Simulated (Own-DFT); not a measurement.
## Calculated data, SiC (3C silicon carbide, atoms displaced)

All values are calculated (Own-DFT development build). A calculation, not a measurement: plane-wave PBE density functional theory by an unreviewed code, no spin, of a simulated periodic cell, stress positive in tension, free energy of the whole cell less one offset for each atom, forces on such cells passed a denser k mesh, this cell's mesh not checked; offsets are fitted by least squares, one for each functional and potential file, so energies compare only between cells with the same atoms and settings and are not formation energies; the far tail of each file's local potential was reset to the Coulomb form; each entry is a single point on an unrelaxed cell, so the pressure reflects the starting lattice, mostly measured values (interpolated for alloys), from which strain is counted, and rises with the displacements; printed positions are rounded, which can move forces by about a meV/angstrom; the program, named Own-DFT, is a retired in-house code; no spin-orbit coupling.

Settings shared by all entries: functional PBE; potential files PseudoDojo norm-conserving, scalar-relativistic, standard set; wave cutoff 42 hartree; occupations Fermi-Dirac; smearing width 0.1 eV; hardware one NVIDIA H200; k mesh 3 x 4 x 4 centred on Gamma.

(1) SiC (3C silicon carbide, atoms displaced)

```
SiC
1.0
     13.0788     0.0000     0.0000
      0.0000     8.7192     0.0000
      0.0000     0.0000     8.7192
Si C Si C Si C Si C Si C Si C Si C Si C Si C Si C Si C Si C
4 4 4 4 4 4 4 4 4 4 4 4 4 4 4 4 4 4 4 4 4 4 4 4
Direct
  0.00168 0.99451 0.99163
  0.99894 0.23500 0.23047
  0.16921 0.99945 0.26162
  0.16816 0.25127 0.99769
  0.08204 0.11873 0.12977
  0.08587 0.37458 0.37214
  0.26151 0.12490 0.37070
  0.24453 0.39025 0.12255
  0.01158 0.00130 0.50189
  0.99742 0.24412 0.75744
  0.16679 0.00803 0.75400
  0.17009 0.24892 0.50268
  0.07361 0.12914 0.61968
  0.08574 0.36037 0.85472
  0.24870 0.11970 0.87648
  0.24786 0.38145 0.62743
  0.99881 0.49337 0.99158
  0.00454 0.74312 0.25161
  0.16544 0.49086 0.25282
  0.16700 0.75825 0.99911
  0.08680 0.61433 0.13138
  0.08627 0.88239 0.37986
  0.23985 0.62819 0.38040
  0.25041 0.87811 0.12693
  0.99853 0.50008 0.52372
  0.00197 0.76064 0.76398
  0.16557 0.50967 0.74750
  0.17207 0.74907 0.49708
  0.08245 0.62458 0.62094
  0.07709 0.88621 0.89092
  0.26233 0.62841 0.88732
  0.25357 0.88939 0.62287
  0.33161 0.99829 0.02124
  0.32833 0.25499 0.24572
  0.49950 0.00354 0.24829
  0.49699 0.25361 0.00659
  0.41661 0.13819 0.11602
  0.40881 0.36880 0.37336
  0.58427 0.12157 0.38699
  0.58393 0.37219 0.12968
  0.32746 0.99814 0.49739
  0.33383 0.23282 0.75952
  0.49865 0.00044 0.73803
  0.50019 0.24464 0.50322
  0.41592 0.13963 0.63743
  0.41637 0.36757 0.86740
  0.58023 0.14160 0.87844
  0.57562 0.36573 0.63192
  0.33695 0.50411 0.99510
  0.32968 0.74357 0.25221
  0.49771 0.50937 0.24294
  0.50148 0.74951 0.00225
  0.41617 0.61245 0.12604
  0.41355 0.87416 0.37739
  0.58454 0.62093 0.37612
  0.58324 0.87845 0.12960
  0.33307 0.49897 0.49404
  0.33293 0.74802 0.74097
  0.49667 0.49889 0.75130
  0.49761 0.73767 0.49779
  0.42027 0.63234 0.62518
  0.41619 0.86769 0.86609
  0.57917 0.61396 0.86418
  0.59083 0.85891 0.62182
  0.67931 0.99452 0.99391
  0.67267 0.24844 0.25093
  0.83160 0.99713 0.26137
  0.83729 0.25303 0.01168
  0.74889 0.13489 0.12433
  0.75089 0.38317 0.37757
  0.91611 0.11581 0.37829
  0.90722 0.36318 0.11698
  0.66349 0.00374 0.50243
  0.66292 0.24943 0.73290
  0.84168 0.00070 0.74807
  0.83047 0.25848 0.50348
  0.74771 0.12667 0.62698
  0.74715 0.37989 0.87874
  0.92062 0.12181 0.87156
  0.91329 0.37263 0.62182
  0.66969 0.49998 0.98658
  0.65920 0.74329 0.26376
  0.83891 0.50106 0.24703
  0.83654 0.75512 0.99546
  0.74830 0.62690 0.11970
  0.75656 0.87126 0.38278
  0.92338 0.62920 0.37382
  0.91357 0.87360 0.12495
  0.66637 0.48811 0.49734
  0.66387 0.75697 0.75142
  0.82930 0.50470 0.74279
  0.83593 0.73452 0.48347
  0.74719 0.63060 0.62861
  0.74797 0.86983 0.86624
  0.92587 0.63220 0.87282
  0.90643 0.86811 0.63483
```

```
free energy of cell above offsets : -1.308 eV
pressure                          : 6.98 GPa
stress xx                         : -7.19 GPa
stress yy                         : -7.09 GPa
stress zz                         : -6.67 GPa
stress yz                         : -1.5 GPa
stress xz                         : 1.13 GPa
stress xy                         : 0.19 GPa
wall time                         : 541.4 s
```

Force:
```csv
element,x (eV/Å),y (eV/Å),z (eV/Å)
Si,-3.906,3.555,5.528
Si,-1.393,2.395,4.567
Si,0.036,0.772,-1.673
Si,-0.641,-0.113,0.318
C,2.243,-0.821,-2.494
C,-1.688,-1.531,1.063
C,-3.409,0.092,0.582
C,1.815,-2.736,-1.051
Si,-5.266,-1.243,-0.53
Si,-0.584,0.726,-3.168
Si,-1.254,-0.722,-0.894
Si,-0.759,0.985,-0.669
C,3.928,0.531,2.199
C,0.301,2.78,3.311
C,0.33,0.077,1.955
C,0.931,-1.103,0.188
Si,0.739,0.025,0.628
Si,-0.033,1.796,-0.982
Si,-0.622,1.845,0.689
Si,0.404,-1.703,1.153
C,-0.862,1.375,-1.946
C,0.574,-2.44,-0.664
C,3.528,-2.032,-2.222
C,-1.153,-1.29,1.746
Si,0.443,-0.948,-4.707
Si,-0.497,-0.448,-3.148
Si,1.207,-1.498,0.702
Si,-2.68,2.058,2.062
C,1.256,2.926,2.436
C,5.634,-3.92,-4.953
C,-4.423,1.919,-3.478
C,-2.658,-3.048,1.58
Si,1.709,0.546,-4.553
Si,1.092,0.627,-0.942
Si,-0.217,0.206,0.483
Si,2.239,1.294,-2.123
C,-1.602,-2.418,3.057
C,2.219,1.257,-0.078
C,-0.671,0.799,-2.503
C,-0.036,1.016,-0.188
Si,3.75,1.624,0.181
Si,-1.331,4.072,-0.201
Si,0.993,-0.308,2.547
Si,-1.684,1.224,-0.411
C,0.563,-4.003,-3.794
C,-0.849,1.389,1.951
C,1.481,-3.289,-1.247
C,0.756,2.365,-2.82
Si,0.405,-2.873,0.808
Si,0.322,0.305,-0.081
Si,1.874,-3.89,2.16
Si,-0.345,-0.177,-1.207
C,-0.844,3.649,-0.675
C,0.588,-0.484,-0.57
C,-1.904,-1.422,0.819
C,0.516,-0.668,-0.493
Si,-0.495,0.064,1.457
Si,0.592,1.17,1.49
Si,-0.517,-1.041,-1.014
Si,1.623,2.467,-0.26
C,-1.899,-2.659,-0.474
C,0.201,1.234,1.768
C,1.408,2.46,2.225
C,-3.411,3.504,-1.686
Si,-3.662,2.314,1.031
Si,-2.253,1.193,0.49
Si,0.468,0.126,-1.796
Si,-4.87,-3.423,-5.999
C,1.455,-2.913,0.38
C,1.101,-1.448,-1.295
C,0.588,1.693,0.004
C,5.87,4.645,3.687
Si,2.357,-2.645,0.885
Si,0.579,-0.035,4.831
Si,-3.506,0.512,-0.018
Si,0.542,-2.431,-1.192
C,1.164,-0.22,-0.673
C,2.52,-2.062,-2.631
C,-1.284,0.144,1.983
C,0.266,0.354,2.362
Si,-1.939,0.507,2.816
Si,3.221,2.126,-2.722
Si,-1.395,0.513,-0.28
Si,-1.015,-1.348,0.559
C,0.467,-0.006,0.633
C,-2.945,0.178,-0.983
C,0.186,-2.873,-0.018
C,1.293,0.556,0.248
Si,-1.318,2.161,2.208
Si,0.634,-3.209,0.037
Si,0.541,-0.328,1.751
Si,-1.372,2.584,4.302
C,0.124,-1.41,-1.896
C,2.245,1.208,1.179
C,-2.181,-1.88,0.785
C,4.052,-0.881,-2.425
```

(2) SiC (3C silicon carbide, atoms displaced)

```
SiC
1.0
     13.0788     0.0000     0.0000
      0.0000     8.7192     0.0000
      0.0000     0.0000     8.7192
Si C Si C Si C Si C Si C Si C Si C Si C Si C Si C Si C Si C
4 4 4 4 4 4 4 4 4 4 4 4 4 4 4 4 4 4 4 4 4 4 4 4
Direct
  0.99177 0.99413 0.98441
  0.00291 0.25162 0.24591
  0.16718 0.98471 0.24804
  0.16570 0.25304 0.99366
  0.08573 0.13696 0.12352
  0.07920 0.36869 0.35985
  0.25167 0.12273 0.37190
  0.25640 0.37210 0.12142
  0.99795 0.99922 0.49766
  0.98634 0.25026 0.73705
  0.16702 0.00364 0.75547
  0.16638 0.26976 0.50782
  0.08896 0.11800 0.62541
  0.07888 0.38083 0.87243
  0.24677 0.12873 0.88361
  0.24133 0.37572 0.61946
  0.99447 0.49805 0.99922
  0.00177 0.75755 0.25162
  0.17034 0.50695 0.25320
  0.15859 0.75616 0.99568
  0.08099 0.62944 0.13674
  0.08338 0.86823 0.36904
  0.25666 0.63416 0.37837
  0.25290 0.87661 0.12297
  0.00411 0.49979 0.50123
  0.99462 0.73993 0.73849
  0.16559 0.49315 0.73938
  0.16543 0.74725 0.49709
  0.08234 0.61603 0.61769
  0.08693 0.87409 0.87858
  0.24972 0.63032 0.87049
  0.24798 0.87740 0.62701
  0.33618 0.00237 0.99609
  0.33660 0.24516 0.25084
  0.50121 0.99556 0.25486
  0.50244 0.24765 0.99289
  0.41531 0.12936 0.11915
  0.41115 0.37772 0.37625
  0.58157 0.13970 0.37798
  0.58726 0.36456 0.13438
  0.33200 0.99468 0.49697
  0.32287 0.24221 0.76296
  0.49653 0.99320 0.74997
  0.49950 0.25721 0.51086
  0.41903 0.13034 0.61944
  0.41690 0.35892 0.87208
  0.59014 0.12394 0.87759
  0.57981 0.37998 0.61594
  0.33478 0.50217 0.99679
  0.33302 0.74952 0.24216
  0.49968 0.51841 0.24292
  0.50546 0.73803 0.01153
  0.40890 0.61876 0.12240
  0.41137 0.86292 0.37276
  0.58507 0.61360 0.37743
  0.58915 0.88436 0.12962
  0.33628 0.49236 0.49860
  0.33792 0.76004 0.75300
  0.50404 0.49187 0.75196
  0.50297 0.75058 0.49272
  0.42027 0.62906 0.63106
  0.41654 0.87657 0.87128
  0.58213 0.62643 0.87420
  0.58310 0.86875 0.61859
  0.66982 0.99185 0.00202
  0.66847 0.26063 0.23516
  0.83250 0.01145 0.26087
  0.83396 0.24540 0.01341
  0.75120 0.12305 0.12786
  0.75304 0.37804 0.37575
  0.91733 0.11682 0.37064
  0.91518 0.36790 0.12333
  0.66330 0.99960 0.50432
  0.67346 0.25334 0.74569
  0.83091 0.99196 0.74970
  0.83808 0.24709 0.49780
  0.75423 0.11693 0.61811
  0.74638 0.37971 0.87718
  0.91424 0.13052 0.87269
  0.91463 0.37060 0.62416
  0.66246 0.49095 0.00458
  0.66670 0.74593 0.25100
  0.82964 0.49165 0.25123
  0.83755 0.74810 0.99609
  0.75619 0.61738 0.12320
  0.75530 0.86872 0.37499
  0.91190 0.63505 0.36890
  0.91437 0.88520 0.12019
  0.66204 0.49705 0.49742
  0.66608 0.74727 0.76223
  0.83046 0.48823 0.75983
  0.83151 0.75039 0.51160
  0.74739 0.61880 0.63602
  0.74456 0.87642 0.86702
  0.91254 0.63494 0.87701
  0.91657 0.86602 0.61982
```

```
free energy of cell above offsets : -5.297 eV
pressure                          : 5.88 GPa
stress xx                         : -6.08 GPa
stress yy                         : -5.55 GPa
stress zz                         : -6.02 GPa
stress yz                         : -0.29 GPa
stress xz                         : -0.79 GPa
stress xy                         : -0.76 GPa
wall time                         : 559.9 s
```

Force:
```csv
element,x (eV/Å),y (eV/Å),z (eV/Å)
Si,2.273,1.882,2.018
Si,-1.162,-1.979,-1.051
Si,0.156,3.919,-0.161
Si,-0.842,1.206,2.054
C,-0.477,-3.014,-0.648
C,2.047,2.707,3.785
C,-0.677,-0.002,0.624
C,-1.311,1.058,0.23
Si,1.779,-0.66,0.171
Si,4.694,-1.736,2.793
Si,0.108,-0.984,-0.447
Si,-2.485,-6.125,-4.61
C,-2.536,1.913,-0.618
C,-0.05,-0.837,-0.918
C,-0.162,-1.913,-0.828
C,4.535,1.334,2.589
Si,1.257,1.026,0.73
Si,-2.588,-1.081,-1.04
Si,0.095,-1.036,-1.033
Si,2.895,-2.605,1.989
C,0.247,-0.678,-2.327
C,0.168,1.346,1.959
C,-1.321,-1.751,-0.098
C,-0.403,-0.777,-1.175
Si,-2.707,-0.588,-2.966
Si,1.964,0.739,1.465
Si,-0.528,2.332,2.889
Si,0.74,0.628,0.627
C,0.728,1.562,1.016
C,-2.96,0.948,-2.864
C,-0.224,-0.729,0.087
C,0.229,-0.201,0.096
Si,-0.513,-0.12,1.12
Si,-1.01,0.51,-0.252
Si,-0.827,2.14,0.015
Si,0.195,-1.056,1.55
C,1.605,-1.358,0.545
C,2.416,-0.562,-0.935
C,0.574,-1.763,-0.398
C,-4.525,4.548,-4.155
Si,-0.076,1.326,0.199
Si,2.577,1.115,-3.47
Si,1.83,1.788,-1.018
Si,-1.026,-0.794,-3.267
C,-1.955,-1.835,2.031
C,0.017,2.862,-0.069
C,-0.605,-0.342,-1.031
C,2.121,-0.527,2.548
Si,-1.652,-1.746,-1.411
Si,-0.851,0.169,0.65
Si,-0.486,-4.583,1.753
Si,-1.387,2.477,-1.51
C,2.79,1.849,-0.001
C,2.079,1.294,-0.348
C,-0.742,3.027,-1.796
C,-1.371,-3.023,0.346
Si,-0.739,2.743,1.381
Si,-1.854,-2.29,-1.369
Si,-1.946,1.331,-0.407
Si,-1.133,-1.268,1.346
C,-0.132,-1.165,-0.71
C,0.928,0.008,2.335
C,-0.133,-1.786,1.919
C,0.01,0.466,1.579
Si,0.195,2.317,-0.629
Si,2.086,-4.004,5.452
Si,-0.99,-3.48,-2.441
Si,-0.635,-0.024,-2.688
C,-0.642,-0.018,0.028
C,-1.165,-1.453,0.442
C,1.655,2.953,1.602
C,0.181,1.244,0.928
Si,0.584,0.26,-1.875
Si,-1.306,-1.288,-0.135
Si,0.718,1.249,-0.519
Si,-1.467,-0.263,-0.724
C,-0.243,1.319,0.822
C,0.551,-2.224,1.021
C,-1.315,-1.239,-0.584
C,-0.967,2.224,-1.292
Si,1.167,1.724,-0.203
Si,2.021,0.087,0.19
Si,2.308,2.149,-0.121
Si,-2.366,1.714,2.121
C,-2.186,0.726,-0.569
C,-1.898,1.127,0.64
C,0.742,-1.721,1.376
C,-0.241,-0.976,0.683
Si,2.624,-0.11,1.038
Si,-0.51,-0.374,-3.144
Si,0.514,2.529,-1.508
Si,-0.958,-2.013,-2.406
C,0.016,0.076,-0.822
C,1.697,-0.674,2.126
C,1.675,-3.255,-1.753
C,0.496,2.081,1.437
```

(3) SiC (3C silicon carbide, atoms displaced)

```
SiC
1.0
     13.0788     0.0000     0.0000
      0.0000     8.7192     0.0000
      0.0000     0.0000     8.7192
Si C Si C Si C Si C Si C Si C Si C Si C Si C Si C Si C Si C
4 4 4 4 4 4 4 4 4 4 4 4 4 4 4 4 4 4 4 4 4 4 4 4
Direct
  0.00391 0.99045 0.99829
  0.00430 0.25197 0.24984
  0.16521 0.00551 0.25281
  0.16920 0.24459 0.01297
  0.08227 0.12713 0.12244
  0.08606 0.36997 0.37507
  0.24606 0.12552 0.36998
  0.24930 0.36800 0.12311
  0.00433 0.99586 0.49714
  0.99919 0.24954 0.73863
  0.16040 0.99850 0.74526
  0.16957 0.24702 0.48881
  0.07978 0.12111 0.61826
  0.08167 0.36898 0.87681
  0.25199 0.12714 0.88568
  0.24952 0.37009 0.62667
  0.99324 0.49788 0.00061
  0.00096 0.75643 0.24034
  0.16413 0.50013 0.25048
  0.16136 0.74493 0.99760
  0.08545 0.63501 0.11838
  0.08559 0.87406 0.37903
  0.24431 0.63024 0.38343
  0.25255 0.88155 0.11821
  0.00590 0.49561 0.50249
  0.99577 0.74852 0.74585
  0.16899 0.49602 0.75508
  0.16864 0.74438 0.50716
  0.09310 0.62302 0.62244
  0.08993 0.87604 0.88166
  0.24759 0.63037 0.88052
  0.24990 0.87693 0.61811
  0.33106 0.00639 0.00532
  0.33030 0.24673 0.23401
  0.50021 0.99448 0.24523
  0.50217 0.24030 0.00663
  0.41555 0.13311 0.12329
  0.41580 0.38073 0.37326
  0.58496 0.13918 0.37204
  0.57453 0.36650 0.12843
  0.33995 0.99908 0.49952
  0.33175 0.24511 0.76251
  0.50004 0.99088 0.74589
  0.50326 0.24015 0.49070
  0.41548 0.12364 0.61529
  0.41526 0.37016 0.88116
  0.57758 0.12604 0.86843
  0.58222 0.36671 0.63102
  0.32856 0.51085 0.00033
  0.33806 0.74516 0.24484
  0.49888 0.49737 0.25664
  0.50106 0.75417 0.99726
  0.41853 0.61993 0.13022
  0.41106 0.87432 0.37833
  0.57862 0.61189 0.38516
  0.58404 0.87227 0.12649
  0.33603 0.49666 0.50076
  0.33806 0.75258 0.74932
  0.49861 0.49706 0.76285
  0.49620 0.74636 0.49846
  0.41165 0.62313 0.62759
  0.42018 0.88448 0.86968
  0.58620 0.61064 0.87727
  0.57982 0.87033 0.60512
  0.66508 0.99948 0.00805
  0.66552 0.25968 0.23948
  0.83957 0.00111 0.24436
  0.83155 0.24889 0.99524
  0.75063 0.12825 0.13084
  0.75857 0.37638 0.37390
  0.91021 0.12875 0.38819
  0.90937 0.36608 0.12842
  0.66680 0.00654 0.50178
  0.67126 0.26024 0.74867
  0.83167 0.99360 0.76889
  0.82854 0.25353 0.48914
  0.74043 0.12374 0.62784
  0.74922 0.38163 0.86814
  0.90987 0.12162 0.87518
  0.92015 0.37903 0.63015
  0.66295 0.50014 0.98986
  0.66879 0.75487 0.25607
  0.82998 0.50798 0.25422
  0.82455 0.74295 0.99800
  0.75320 0.63390 0.11991
  0.75375 0.86788 0.35468
  0.91562 0.62765 0.37185
  0.91980 0.88068 0.12542
  0.67634 0.50514 0.50657
  0.66758 0.75000 0.75320
  0.83827 0.49277 0.74475
  0.83039 0.74017 0.49362
  0.73779 0.61665 0.62096
  0.74639 0.86644 0.87511
  0.91878 0.62573 0.86523
  0.90855 0.88054 0.62606
```

```
stress yy : ?
stress xx : ?
```

Q: SiC (3C silicon carbide, atoms displaced) (entry 3): stress yy?
A: -6.59 GPa

Q: Give the missing stress xx for SiC (3C silicon carbide, atoms displaced) (entry 3).
A: -6.09 GPa

Further results for SiC (3C silicon carbide, atoms displaced) (entry 3):

```
free energy of cell above offsets : -5.300 eV
pressure                          : 6.3 GPa
stress zz                         : -6.23 GPa
stress yz                         : -1.2 GPa
stress xz                         : 0.18 GPa
stress xy                         : -0.53 GPa
wall time                         : 550 s
```

Force:
```csv
element,x (eV/Å),y (eV/Å),z (eV/Å)
Si,-0.903,2.374,-0.064
Si,-2.372,-0.755,0.245
Si,0.339,-1.731,-0.843
Si,-1.322,0.789,-3.068
C,-0.475,-1.207,1.004
C,-0.822,1.087,-0.516
C,2.381,-0.243,-0.201
C,-0.505,3.149,0.308
Si,-2.862,0.293,0.397
Si,0.307,-1.015,2.342
Si,2.404,0.49,0.52
Si,0.006,0.22,2.646
C,1.091,0.871,0.469
C,0.156,0.189,0.256
C,-1.615,-0.789,-1.494
C,0.281,-0.167,0.046
Si,1.163,-0.462,-0.287
Si,0.271,-0.631,2.194
Si,1.044,0.585,-0.006
Si,3.182,2.283,0.02
C,-2.223,-3.046,1.77
C,-0.353,-0.513,-1.08
C,2.304,-1.991,-2.533
C,-1.111,-1.88,1.545
Si,-0.609,1.103,-0.569
Si,1.658,0.94,-0.624
Si,-0.192,-0.34,-0.26
Si,0.114,2.315,-1.212
C,-2.966,-0.621,1.632
C,-2.348,-0.405,-2.285
C,0.671,-0.287,-1.33
C,0.389,0.216,1.653
Si,1.26,-0.753,-1.175
Si,0.639,1.053,3.926
Si,-0.616,1.55,1.396
Si,-1.104,1.266,-2.341
C,0.539,-3.054,0.478
C,-0.525,-2.235,-0.106
C,1.323,-3.413,-1.856
C,2.305,2.386,-1.005
Si,-3.298,0.589,-0.254
Si,0.666,0.652,-2.401
Si,0.852,2.54,-1.887
Si,-1.96,3.289,2.617
C,0.763,0.164,2.029
C,-0.058,0.939,0.578
C,2.157,-0.71,1.207
C,-0.142,1.688,-1.252
Si,1.249,-2.485,0.397
Si,-2.561,1.302,1.206
Si,0.191,-0.267,-0.751
Si,-0.224,-1.194,0.314
C,0.212,0.924,-1.446
C,2.299,-0.861,-1.881
C,1.897,1.766,-1.338
C,-0.339,-0.155,0.041
Si,-1.68,0.004,0.286
Si,-2.015,0.489,0.19
Si,-0.521,-1.391,-2.69
Si,-0.382,-0.975,-0.229
C,1.72,-0.032,0.54
C,-1.181,-2.052,1.83
C,-2.09,4.572,-1.234
C,1.382,0.525,3.181
Si,-0.123,0.84,-1.48
Si,0.912,-0.94,2.19
Si,-1.119,0.861,1.418
Si,-0.452,0.174,0.677
C,-0.235,-0.46,-1.561
C,-3.545,1.787,-1.026
C,2.895,-1.648,-2.799
C,1.343,2.081,-0.165
Si,-0.452,-1.077,-2.033
Si,-2.502,-2.227,-0.089
Si,-1.018,0.716,-3.797
Si,0.946,-1.294,3.886
C,2.995,0.508,0.551
C,1.239,-0.659,1.373
C,2.502,0.426,0.307
C,-0.601,-0.916,-2.603
Si,1.956,-1.709,3.51
Si,-2.316,-2.66,-1.616
Si,1.288,-0.963,-1.672
Si,3.888,1.867,-1.337
C,-3.055,-3.178,2.106
C,0.883,2.407,3.801
C,1.825,-0.712,0.196
C,-0.74,-1.13,-1.561
Si,-6.144,-5.556,-3.832
Si,-1.887,-1.09,-2.01
Si,-1.657,2.047,0.611
Si,-0.25,2.007,0.987
C,6.382,4.553,4.194
C,-0.246,1.183,1.274
C,-1.74,-0.553,1.733
C,1.188,-1.623,-0.278
```
